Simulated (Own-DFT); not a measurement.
# Point defects and the pressure they add: L1_0 TiAl

Calculated, not measured: single-point runs of Own-DFT, a retired in-house plane-wave DFT program that no person has reviewed, on unrelaxed cells, without spin or spin-orbit coupling.

All runs used: PBEsol; PseudoDojo norm-conserving scalar-relativistic files, made for PBE; cutoff 42 hartree; 4 x 4 x 4 k mesh centred on Gamma; cold (Marzari-Vanderbilt) smearing of 0.2 eV.

Keep in mind: forces on such cells failed a check on a denser k mesh; stress not checked against mesh or cutoff.

All runs share one cell, with vectors in Å (5.622, 5.622, 0.000); (-5.622, 5.622, 0.000); (0.000, 0.000, 8.133) and a volume of 514.0 Å³. u is the rms random offset of the atoms per axis. The defect's site can differ from row to row.

| cell | formula | u (Å) | P (GPa) |
|---|---|---|---|
| no defect | Al16Ti16 | 0.0189 | -1.68 |
| no defect | Al16Ti16 | 0.0205 | -1.65 |
| no defect | Al16Ti16 | 0.0469 | -1.24 |
| one Ti vacancy | Al16Ti15 | 0.0265 | -2.26 |
| one Ti vacancy | Al16Ti15 | 0.0288 | ? |
| one Ti vacancy | Al16Ti15 | 0.0290 | -2.03 |
| one Ti vacancy | Al16Ti15 | 0.0321 | -2.17 |
| two Al vacancies | Al14Ti16 | 0.0316 | -3.29 |
| two Al vacancies | Al14Ti16 | 0.0356 | -3.19 |
| two Al vacancies | Al14Ti16 | 0.0539 | -3.01 |

## What the rows give

P = P0 + c u² + a shift for each defect gives P0 = -1.70 GPa, c = 186 ± 41 GPa/Å² and a scatter of 0.09 GPa. The shifts, and each times the cell's volume:

- one Ti vacancy: -0.61 ± 0.07 GPa, -2.0 eV
- two Al vacancies: -1.78 ± 0.08 GPa, -5.7 eV (-2.9 eV for each of its 2 sites)

Positive is outwards. The product with the volume (160.2 GPa Å³ to the eV) is nearly free of the cell's size; divided by the bulk modulus at the cell's pressure it gives the volume that the defect adds. The atoms around the defects weren't relaxed, which would change these numbers.

## Withheld run

Asked: what pressure belongs in the blank (one Ti vacancy, u = 0.0288 Å)?

From the fit: -2.16 ± 0.10 GPa. The hidden result is -2.22 GPa.
